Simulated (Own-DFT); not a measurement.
# A change of arrangement and its cost: As32Ga32, 64 atoms

No measurement is shown. These are fixed-geometry runs of a retired plane-wave code named Own-DFT, which no person has reviewed; spin and spin-orbit coupling are neglected.

All runs used: PBE; PseudoDojo norm-conserving scalar-relativistic files; cutoff 42 hartree; 3 x 3 x 3 k mesh centred on Gamma; Fermi-Dirac smearing of 0.1 eV.

Keep in mind (not all hold for every row): not probed for a lower state with spin; forces on such cells failed a check on a denser k mesh; forces not confirmed at this smearing and k mesh; stress not checked against mesh or cutoff.

All cells hold the same atoms in the same cell, with vectors in Å (11.307, 0.000, 0.000); (0.000, 11.307, 0.000); (0.000, 0.000, 11.307). Atoms are randomly off their ideal sites, by an rms of u per axis. The defect's site can differ from row to row. E is the free energy of the cell above the lowest run. The arrangements:

- A: zincblende GaAs
- B: zincblende GaAs, with one As on a Ga site and one Ga on an As site, 2.4 Å apart

| arrangement | u (Å) | E (eV) | P (GPa) |
|---|---|---|---|
| A | 0.0186 | 0.000 | 3.51 |
| A | 0.0198 | 0.027 | 3.51 |
| A | 0.0202 | 0.059 | 3.52 |
| A | 0.0468 | 1.666 | 3.86 |
| A | 0.0502 | 2.254 | 3.99 |
| A | 0.0533 | 2.794 | 4.11 |
| B | 0.0272 | 2.861 | 3.89 |
| B | 0.0296 | 2.992 | 3.90 |
| B | 0.0319 | 3.177 | 3.95 |
| B | 0.0443 | 3.717 | 4.03 |
| B | 0.0499 | 4.723 | 4.28 |
| B | 0.0526 | 4.550 | 4.26 |

Asked: how far apart are the arrangements at u = 0?

## Solution

Fit E = a + b u², with one b for all and one a for each arrangement, and with residuals divided by u², since the noise grows with the moves. Then b = 973 eV/Å², the scatter at u = 0.04 Å is 0.14 eV, and against A:

- B: 2.47 ± 0.05 eV (higher)

These are energies of unrelaxed cells. Relaxing the atoms lowers the strained arrangements most, so the gaps would shrink and small ones could change sign.
